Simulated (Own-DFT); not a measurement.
Simulation results for GaN (wurtzite, strained, atoms displaced)

A calculation, not a measurement: plane-wave PBE density functional theory by an unreviewed code, no spin, of a simulated periodic cell, stress positive in tension, free energy of the whole cell less one offset for each atom, forces on such cells passed a denser k mesh, this cell's mesh not checked; offsets are fitted by least squares, one for each functional and potential file, so energies compare only between cells with the same atoms and settings and are not formation energies; the far tail of each file's local potential was reset to the Coulomb form; each entry is a single point on an unrelaxed cell, so the pressure reflects the starting lattice, mostly measured values (interpolated for alloys), from which strain is counted, and rises with the displacements; printed positions are rounded, which can move forces by about a meV/angstrom; the program, named Own-DFT, is a retired in-house code; no spin-orbit coupling. Program: Own-DFT development build.

Settings shared by all entries: functional PBE; potential files PseudoDojo norm-conserving, scalar-relativistic, standard set with the stringent files for Ga; wave cutoff 96 hartree; occupations Gaussian; smearing width 0.01 eV; k mesh 3 x 4 x 3 centred on Gamma.

(1) 
```xyz
96
Lattice="12.7560 0.0000 0.0000 -4.7835 8.2853 0.0000 0.0000 0.0000 10.1626" Properties=species:S:1:pos:R:3:force_x:R:1:force_y:R:1:force_z:R:1 formula=GaN free_energy_of_cell_above_offsets=-2.761 pressure=11.35 stress_xx=-8.68 stress_yy=-7.51 stress_zz=-17.85 stress_yz=-0.39 stress_xz=-0.1 stress_xy=-0.45
Ga    -0.0041     1.7442     0.0167       0.04      1.902      -0.18
Ga     1.4979     0.9480     2.5030      1.998     -0.836      0.888
N     -0.0559     1.8380     1.9306      0.088      0.107     -0.312
N      1.7216     0.8783     4.4762     -1.959      0.709     -0.969
Ga    -0.0084     1.8487     5.0617      0.728     -0.552     -1.102
Ga     1.5710     0.8752     7.7340      0.308      1.103     -2.969
N      0.1160     1.8875     6.9044     -1.657      -0.34      2.109
N      1.6212     1.0362     9.5406      0.078     -1.279      1.366
Ga    -1.5601     4.5679     0.0634      0.089      1.262     -2.986
Ga     0.0785     3.6557     2.5329     -1.333      0.482     -0.602
N     -1.5048     4.6780     1.8257     -0.759     -1.653      3.505
N     -0.0288     3.7323     4.4095      0.203     -1.192      0.303
Ga    -1.5758     4.5572     5.0956     -1.618      0.469     -1.204
Ga    -0.0045     3.7190     7.6760     -0.614      -0.21      -0.65
N     -1.6778     4.6178     6.9223       1.04      0.077      2.393
N      0.0118     3.6932     9.5826     -0.108     -0.835      0.107
Ga    -3.2525     7.4306    10.1001      1.906     -0.073       1.09
Ga    -1.5911     6.4008     2.5795     -0.193      1.233     -0.377
N     -3.1121     7.4067     1.8576     -1.496     -0.388      0.843
N     -1.6825     6.4069     4.4897      1.746     -0.048      0.185
Ga    -3.1716     7.3598     5.1191     -0.131      0.714     -0.827
Ga    -1.5941     6.5363     7.5635     -0.644     -2.204      1.381
N     -3.2246     7.3530     6.9981      0.494      0.709      0.625
N     -1.6565     6.4621     9.5707       0.66      -0.03     -1.391
Ga     3.2597     1.8238     0.0135     -0.188      0.454     -0.569
Ga     4.6713     0.9144     2.5082      1.547      -1.61      0.863
N      3.2202     1.8380     1.8874     -1.573      1.091      0.808
N      4.7834     0.8677     4.5355     -0.383      0.127      -1.55
Ga     3.2303     1.8616     5.0547     -0.473     -1.008      0.998
Ga     4.7904     0.7807     7.7024     -0.311      2.662     -2.676
N      3.1083     1.8238     6.9844      1.403     -0.078      0.965
N      4.8154     0.8329     9.5176      0.379      2.274      1.243
Ga     1.5937     4.5624     0.1314     -0.221      0.792     -3.239
Ga     3.2829     3.7481     2.6128     -1.658     -1.357      -2.03
N      1.5906     4.6218     1.9118      1.117     -0.246      2.591
N      3.1627     3.6275     4.4274      0.728      1.302       1.36
Ga     1.5618     4.5241     5.0229      0.597      1.442      0.963
Ga     3.1545     3.7282     7.5908      0.656     -1.181      0.746
N      1.5665     4.6124     7.0374      0.337      0.984     -1.136
N      3.1207     3.6588     9.6311      1.935      0.676     -1.247
Ga    -0.0196     7.3878    10.1049      -0.55     -2.133      1.206
Ga     1.5810     6.4507     2.5430     -0.767      0.561     -1.269
N     -0.0545     7.2992     1.8688      0.847      1.102      0.754
N      1.6077     6.4473     4.3738      0.147     -0.241      2.865
Ga     0.0330     7.3706     5.2038     -0.521     -0.881     -4.015
Ga     1.7032     6.5168     7.5729     -2.036     -2.175      1.458
N      0.0180     7.3053     6.9790       0.64      0.208      2.172
N      1.5872     6.4997     9.5511       0.14       -1.1     -0.666
Ga     6.4667     1.8194    10.1072     -1.131      0.118      0.515
Ga     7.9566     0.9266     2.5430      0.021      0.358      0.563
N      6.3276     1.8554     1.9365      0.517     -1.213     -0.835
N      7.9785     0.8959     4.5168     -0.733      0.832     -0.783
Ga     6.2736     1.8523     5.0472      1.767     -0.583      0.717
Ga     8.0702     0.8627     7.6352     -1.803      1.663     -0.814
N      6.3659     1.8515     6.9798      0.143     -1.223       0.87
N      8.0353     0.8975     9.5013      -0.27       0.17      0.998
Ga     4.8361     4.6209     0.0548     -1.302     -0.405     -1.201
Ga     6.3967     3.6266     2.4961       0.42      0.596      0.615
N      4.8233     4.5320     1.9485      0.299      1.948     -0.116
N      6.2997     3.6524     4.4362      2.266     -0.269     -0.883
Ga     4.8950     4.5716     5.0313     -3.022      1.504      0.241
Ga     6.4521     3.6592     7.5689     -1.262     -0.069      0.401
N      4.8399     4.6092     6.9177     -0.698      0.015      1.194
N      6.4106     3.7190     9.5542     -0.564     -1.064     -0.493
Ga     3.1555     7.3581    10.1391      0.446     -0.173      0.375
Ga     4.7503     6.4623     2.5182      0.141      0.067     -0.463
N      3.1297     7.4135     1.9079      0.932     -0.786     -0.149
N      4.8419     6.5034     4.4071     -2.043     -1.492      0.731
Ga     3.1983     7.4162     5.1498     -0.239     -1.113     -2.253
Ga     4.7815     6.4359     7.5665      0.503     -0.555      0.454
N      3.1932     7.4037     7.0087      1.201      -0.64     -0.022
N      4.7925     6.4529     9.5075     -0.565     -0.435      0.352
Ga     9.5561     1.8601    10.1434      1.288     -0.414      0.409
Ga    11.1403     0.8664     2.5377      0.126      0.577     -0.672
N      9.6085     1.8189     1.9688     -1.048      0.878     -1.335
N     11.1508     0.9645     4.3606     -0.028     -0.498      2.877
Ga     9.5439     1.8518     5.0773      0.125      0.575      0.011
Ga    11.1857     0.8880     7.5950      0.279      1.923     -0.996
N      9.5079     1.8521     7.0567      1.918      0.375     -0.655
N     11.2740     0.8274     9.4645     -1.453      1.304      1.054
Ga     7.9621     4.5531    10.1403      1.356      1.449      0.622
Ga     9.5484     3.7796     2.4635      2.453     -1.784      1.699
N      8.0130     4.5812     1.9870     -1.983      1.091     -1.539
N      9.4356     3.7136     4.4871      1.591     -0.324     -1.023
Ga     7.9103     4.6903     5.0059      0.313     -0.547       0.59
Ga     9.5252     3.7400     7.6897      0.534      -0.39     -2.374
N      7.9477     4.6015     6.9681      0.407      0.961      0.083
N      9.6424     3.6958     9.5171      -1.07     -0.483      1.712
Ga     6.3328     7.3734    10.1231      1.187     -0.984      0.678
Ga     7.9594     6.4618     2.5534      1.303      0.353     -0.686
N      6.4002     7.3536     1.9572     -0.816     -0.461     -1.389
N      7.9786     6.5619     4.4622     -0.709     -1.023       0.22
Ga     6.3135     7.3024     5.1021      1.841      2.238     -0.016
Ga     8.0017     6.4730     7.6154      -0.65     -1.104      0.349
N      6.3894     7.3866     7.0519     -0.315     -0.829     -1.022
N      8.0566     6.4502     9.5603     -2.329     -0.925      -0.43
```

Units: free_energy_of_cell_above_offsets in eV; pressure, stress_xx, stress_yy, stress_zz, stress_yz, stress_xz, stress_xy in GPa; force_x, force_y, force_z in eV/Å.

(2) 
```xyz
96
Lattice="12.7560 0.0000 0.0000 -4.7835 8.2853 0.0000 0.0000 0.0000 10.1626" Properties=species:S:1:pos:R:3:force_x:R:1:force_y:R:1:force_z:R:1 formula=GaN free_energy_of_cell_above_offsets=-2.356 pressure=11.78 stress_xx=-8.59 stress_yy=-7.71 stress_zz=-19.03 stress_yz=-0.88 stress_xz=-0.53 stress_xy=-1.1
Ga    -0.0596     1.8212     0.1124      1.312      0.847     -5.226
Ga     1.5792     0.8760     2.5466     -0.327      0.438     -0.594
N     -0.0350     1.8300     1.8212      0.264     -0.369      4.835
N      1.5380     0.8541     4.4159      0.874      1.252      0.857
Ga     0.0344     1.7944     5.1641      0.321       0.92     -2.552
Ga     1.5934     1.0152     7.7072     -0.346     -1.568     -1.776
N     -0.0276     1.8702     6.9479     -0.405     -1.508      2.486
N      1.6163     0.9694     9.5442     -0.567     -0.692      1.471
Ga    -1.5902     4.5753     0.0200      0.764      0.814     -0.519
Ga    -0.1050     3.6172     2.5109      2.249       0.47      0.884
N     -1.5700     4.5989     1.9421     -0.585      0.652      -0.46
N      0.0548     3.7068     4.4417     -1.289     -1.322     -0.279
Ga    -1.5427     4.6192     5.1605     -0.038     -0.358     -2.795
Ga    -0.0364     3.5807     7.6531      0.968      1.878     -1.181
N     -1.5144     4.6231     6.9389     -0.855     -0.825       3.16
N     -0.0025     3.7259     9.4896      0.394     -0.351      1.999
Ga    -3.1470     7.3201     0.0128     -0.377      1.074     -0.375
Ga    -1.5553     6.4123     2.6264     -0.536      0.535     -0.799
N     -3.1759     7.3519     1.9624     -0.204     -0.966     -0.533
N     -1.5573     6.4560     4.5207     -1.608     -0.806     -0.744
Ga    -3.2531     7.3427     5.0230       1.46      0.213      1.874
Ga    -1.4594     6.4055     7.6698     -2.665      0.237     -1.039
N     -3.2061     7.3662     7.0362      0.686      0.348     -0.228
N     -1.5611     6.4724     9.5446     -0.099     -0.887      0.498
Ga     3.2552     1.8199    10.1512     -1.509      0.241      0.348
Ga     4.7979     0.8997     2.5087     -1.057      1.391      0.536
N      3.0955     1.7799     1.8909      1.443      1.068       0.61
N      4.7767     0.8818     4.4280      -0.77      0.354      0.519
Ga     3.1651     1.9154     5.0799      -0.05     -1.466      -1.14
Ga     4.7751     0.9078     7.6204       0.13      0.335     -0.784
N      3.1253     1.9043     6.9530      1.143     -0.859      1.041
N      4.8189     0.9599     9.5593      0.182     -0.908     -0.501
Ga     1.6466     4.6576     0.0061     -0.721     -1.054      0.427
Ga     3.2204     3.6777     2.5427     -0.756     -0.726     -0.354
N      1.6421     4.6524     1.9881     -1.119     -0.819     -1.131
N      3.2283     3.7224     4.4484     -0.038     -0.573     -0.041
Ga     1.6029     4.5276     5.0387      0.342      1.423      0.012
Ga     3.1969     3.7271     7.5613     -1.029     -0.861      1.205
N      1.6676     4.5667     6.9201     -1.914      0.567      1.343
N      3.1600     3.6381     9.5489      0.764      0.507     -0.623
Ga    -0.0245     7.3539    10.1545      1.084      0.334     -0.213
Ga     1.5508     6.4369     2.6005       0.46      0.851     -0.575
N     -0.0940     7.4724     1.8762      1.245     -2.491      0.427
N      1.5839     6.4544     4.5001     -0.208     -0.303     -0.218
Ga    -0.0689     7.3292     5.0767      1.901      1.068     -0.003
Ga     1.5382     6.4314     7.6552      1.202      -0.74     -2.783
N     -0.0016     7.3190     6.9599      0.425      1.282      1.034
N      1.6750     6.4184     9.4530     -1.385      0.746      2.606
Ga     6.3385     1.9151     0.0291      1.522      -2.04      0.185
Ga     7.9968     0.8437     2.6226      0.139      1.328     -2.113
N      6.3521     1.8964     1.9903      0.676     -3.731     -1.715
N      7.9916     0.8835     4.4309     -0.095      0.465      2.234
Ga     6.2900     1.8553     5.0398      1.119     -0.979      0.689
Ga     8.0205     0.8621     7.4865      -1.59     -0.476      1.589
N      6.4333     1.8180     6.9944     -1.237      0.502     -0.112
N      8.0438     0.9366     9.4951     -2.437     -0.643     -0.267
Ga     4.7648     4.5615    10.0936      0.449      0.407       1.11
Ga     6.3593     3.5437     2.5716      0.509      3.974      0.123
N      4.7981     4.5212     1.9632      0.452      0.628     -1.469
N      6.3265     3.6493     4.4467      0.921       0.55      0.883
Ga     4.8095     4.5827     5.1227     -0.231      0.568     -2.109
Ga     6.3525     3.6962     7.6746      0.407     -0.696     -1.842
N      4.6814     4.5920     6.9300      2.847      0.661      2.305
N      6.4862     3.6226     9.5495     -1.512      1.747     -0.317
Ga     3.1202     7.4027     0.0323      1.353      0.253     -0.963
Ga     4.8611     6.3849     2.4740     -1.389      -0.43      0.455
N      3.2705     7.3958     1.9134     -1.116     -1.251      0.336
N      4.7827     6.4345     4.4188      0.388     -0.558      0.033
Ga     3.2199     7.2927     5.0604     -0.768      0.532      0.521
Ga     4.9034     6.4363     7.6458     -2.742     -0.371     -0.516
N      3.1609     7.3163     7.0079      1.034     -0.264     -0.288
N      4.7771     6.4364     9.5199      0.592      0.092      1.208
Ga     9.4896     1.8202    10.1370      1.188      1.284      0.289
Ga    11.1874     0.9172     2.5876     -0.658      0.022     -1.361
N      9.5753     1.8224     1.8685       0.01      0.105       1.14
N     11.2597     0.9524     4.4337     -1.445     -0.764      1.276
Ga     9.5962     1.8358     5.0736      0.009      0.274     -0.484
Ga    11.0979     0.9232     7.6894      1.052     -0.431     -2.281
N      9.5241     1.8175     7.0471      1.504      0.203     -1.293
N     11.1419     1.0766     9.4884      0.098     -1.844      1.919
Ga     8.0421     4.5768    10.0419     -1.984      1.741       2.15
Ga     9.5680     3.7038     2.4461     -0.511     -0.616        1.4
N      7.9373     4.5900     1.9291      0.024     -0.873      -0.94
N      9.6163     3.7139     4.4936     -0.256     -0.609     -0.712
Ga     7.9652     4.5507     5.1383      0.099       0.24     -3.037
Ga     9.5230     3.6451     7.5381      1.988      0.678      1.298
N      8.0630     4.5561     6.9231     -2.429      0.937       2.89
N      9.5686     3.8113     9.5810      1.541     -2.586     -1.773
Ga     6.4420     7.3783     0.0408      -0.99      0.171     -0.865
Ga     7.9587     6.3742     2.4743      0.624      0.504      1.357
N      6.3787     7.3331     1.9577      0.802       0.92     -0.544
N      8.0139     6.4151     4.4996     -1.903     -0.815     -1.159
Ga     6.3403     7.3329     5.0290       1.08      0.319     -0.061
Ga     7.9146     6.4773     7.5889      2.871      -0.84     -0.214
N      6.4038     7.2666     6.9767      -0.98      2.349      -0.64
N      7.9872     6.4578     9.4896     -0.182     -0.028      0.978
```

Units: free_energy_of_cell_above_offsets in eV; pressure, stress_xx, stress_yy, stress_zz, stress_yz, stress_xz, stress_xy in GPa; force_x, force_y, force_z in eV/Å.

(3) 
```xyz
96
Lattice="12.7560 0.0000 0.0000 -4.7835 8.2853 0.0000 0.0000 0.0000 10.1626" Properties=species:S:1:pos:R:3:force_x:R:1:force_y:R:1:force_z:R:1 formula=GaN free_energy_of_cell_above_offsets=-2.344 pressure=11.71 stress_xx=-5.62 stress_yy=-10.07 stress_zz=-19.45 stress_yz=-0.5 stress_xz=-0.03 stress_xy=0.55
Ga    -0.0689     1.8184    10.1396      1.605       0.45     -0.088
Ga     1.6169     0.9267     2.5230     -0.188      0.187       0.58
N     -0.0076     1.8624     1.9356      0.509     -0.064     -0.584
N      1.5919     1.0019     4.5424      0.234     -1.977     -1.288
Ga    -0.0027     1.8690     5.0626     -0.256     -0.836      0.294
Ga     1.5900     0.8831     7.6017      0.404      1.611      0.203
N      0.0585     1.8792     6.9856     -0.888     -1.147      0.002
N      1.6569     0.9579     9.5063     -0.797     -0.831      0.895
Ga    -1.6689     4.6091     0.0223      1.289      0.876     -0.026
Ga    -0.0229     3.7148     2.4727      0.523      0.049      0.575
N     -1.6255     4.6406     1.9702      0.028     -0.393     -0.922
N      0.0791     3.6343     4.4564     -1.712      0.768     -0.867
Ga    -1.5811     4.5247     5.0816     -0.256     -0.213     -1.402
Ga    -0.0284     3.6159     7.6404      0.967      1.311     -0.266
N     -1.5809     4.5317     6.9464     -0.178      1.433      0.944
N     -0.1035     3.6987     9.5091      0.817     -0.147      1.326
Ga    -3.2096     7.3435    10.1623      0.922      0.902     -0.355
Ga    -1.5915     6.4335     2.6423      -0.27      0.663     -3.252
N     -3.1689     7.3933     1.8996       -0.2     -0.465      0.871
N     -1.6309     6.3602     4.4171      0.218      0.859      3.355
Ga    -3.1977     7.3329     5.1454      0.025      0.832     -2.128
Ga    -1.6347     6.4433     7.6177       1.36      0.131     -0.868
N     -3.2677     7.4023     6.9870      1.549     -1.045      0.637
N     -1.5198     6.4676     9.4874     -1.332     -0.282      1.123
Ga     3.2960     1.8138    10.1363     -2.235      0.599      0.537
Ga     4.7587     0.9438     2.4782      0.419      0.175      1.688
N      3.2116     1.8812     1.9361     -0.493     -0.968     -0.711
N      4.8061     0.8735     4.4834     -0.336      2.099     -1.097
Ga     3.1728     1.8863     5.1080      0.822     -1.246      -0.08
Ga     4.7781     0.8511     7.6421     -0.914      3.744      0.154
N      3.1989     1.8628     7.0010     -0.081     -0.994      0.536
N      4.8307     0.9661     9.5337      0.239     -0.493      0.394
Ga     1.6163     4.6400     0.0548     -0.666     -0.572     -1.845
Ga     3.1261     3.6269     2.5928      1.066      1.825     -0.934
N      1.5942     4.6321     1.8832      -0.27      0.288      1.733
N      3.1899     3.6287     4.4779     -0.172      1.504      0.478
Ga     1.5333     4.5613     5.1249      1.567      1.108     -0.896
Ga     3.1591     3.6401     7.6294      0.592      0.394     -0.221
N      1.6877     4.6369     6.9814     -1.446     -0.248      1.037
N      3.0922     3.5972     9.5172      1.359      1.459      0.526
Ga     0.0369     7.4357     0.0003     -0.731     -0.792     -0.275
Ga     1.6119     6.5400     2.5667     -1.318     -1.522      0.246
N     -0.0418     7.4315     1.8978      0.449     -0.904      0.455
N      1.5960     6.4308     4.4845      0.115      0.436      0.165
Ga    -0.0351     7.4315     5.0395      0.686     -1.937      1.301
Ga     1.7118     6.4195     7.6734     -1.516       0.49     -1.979
N      0.0679     7.5138     7.0776     -0.664     -5.492     -2.075
N      1.5328     6.4808     9.5024       1.63     -0.365      1.492
Ga     6.2969     1.9042     0.0506      1.745     -0.432      0.301
Ga     7.9559     0.9123     2.5696      0.546     -0.024      -0.93
N      6.4088     1.8876     1.9943     -0.055     -1.451     -1.197
N      7.9643     0.9670     4.4620     -0.427     -0.539      0.047
Ga     6.3809     1.8731     5.1596     -0.578     -0.317     -2.175
Ga     7.9511     0.8754     7.6625      0.118      1.506     -1.366
N      6.1963     1.9114     6.9525       2.22     -0.876      2.257
N      7.9683     0.8235     9.5318      0.048      3.382      0.561
Ga     4.8722     4.5954    10.0512     -3.905     -0.299      3.364
Ga     6.3638     3.6108     2.6842      -0.07       2.11     -4.713
N      4.8021     4.5427     1.9483     -0.491      0.756     -0.485
N      6.3142     3.6823     4.4052      0.797      0.073      4.705
Ga     4.7674     4.5974     5.1099      -0.44     -0.155     -0.136
Ga     6.2769     3.6164     7.7086      1.246      1.014     -1.246
N      4.8477     4.6512     7.0546     -1.474     -0.432     -0.399
N      6.3209     3.7154     9.5869      3.186      -1.72     -0.715
Ga     3.2049     7.4150    10.1273     -0.255     -2.582      1.224
Ga     4.7896     6.5234     2.5562      0.086     -2.237     -0.529
N      3.1584     7.3209     1.9313      1.031      1.658     -0.638
N      4.8060     6.4132     4.4718     -0.263      0.446      0.128
Ga     3.2955     7.4326     5.0843     -1.572     -1.249     -1.838
Ga     4.7523     6.4466     7.6604       0.82      0.507     -1.028
N      3.2001     7.4110     6.8911      0.362      -0.34      2.888
N      4.8100     6.3571     9.5689     -1.011      2.064     -0.583
Ga     9.6001     1.9500     0.0621      -0.01     -2.886     -1.714
Ga    11.1829     0.9763     2.5530      0.988     -1.724     -0.138
N      9.7046     1.8557     1.8982     -2.399     -0.554      0.282
N     11.1861     0.8819     4.4343     -0.237     -0.037      0.858
Ga     9.5608     1.7300     5.0461      0.959      1.986      0.115
Ga    11.1560     0.8991     7.5930      0.456      0.675     -1.337
N      9.6022     1.8954     6.9556      -0.99     -0.994      0.606
N     11.2022     0.8786     9.4308     -1.234      0.011      2.103
Ga     8.0138     4.6047    10.1241     -0.769      0.095      1.002
Ga     9.5438     3.6234     2.5098     -0.039      1.587     -0.388
N      7.9861     4.6110     1.9144     -0.251     -0.345     -0.046
N      9.5659     3.6398     4.3416     -0.362      -0.05      2.702
Ga     7.9287     4.6309     5.0728      0.574     -0.907     -0.666
Ga     9.5877     3.6967     7.6167     -0.846     -0.197     -1.492
N      7.8898     4.6298     6.9795      0.829     -1.222      0.713
N      9.5797     3.6329     9.4865     -0.704      1.382      0.591
Ga     6.3602     7.3207    10.1032      0.411      0.764      1.202
Ga     7.9774     6.4618     2.6221      0.079     -0.207     -2.487
N      6.3727     7.3544     1.9440       0.41      0.849     -0.833
N      7.9352     6.4711     4.4429      0.699     -0.371      1.749
Ga     6.3641     7.3146     5.1367      0.148      0.681     -1.629
Ga     8.0437     6.4024     7.5966     -1.958      0.406       0.51
N      6.3990     7.3810     6.9580     -0.221     -0.583      2.029
N      7.9680     6.4439     9.5468      0.326     -0.481     -0.613
```

Units: free_energy_of_cell_above_offsets in eV; pressure, stress_xx, stress_yy, stress_zz, stress_yz, stress_xz, stress_xy in GPa; force_x, force_y, force_z in eV/Å.
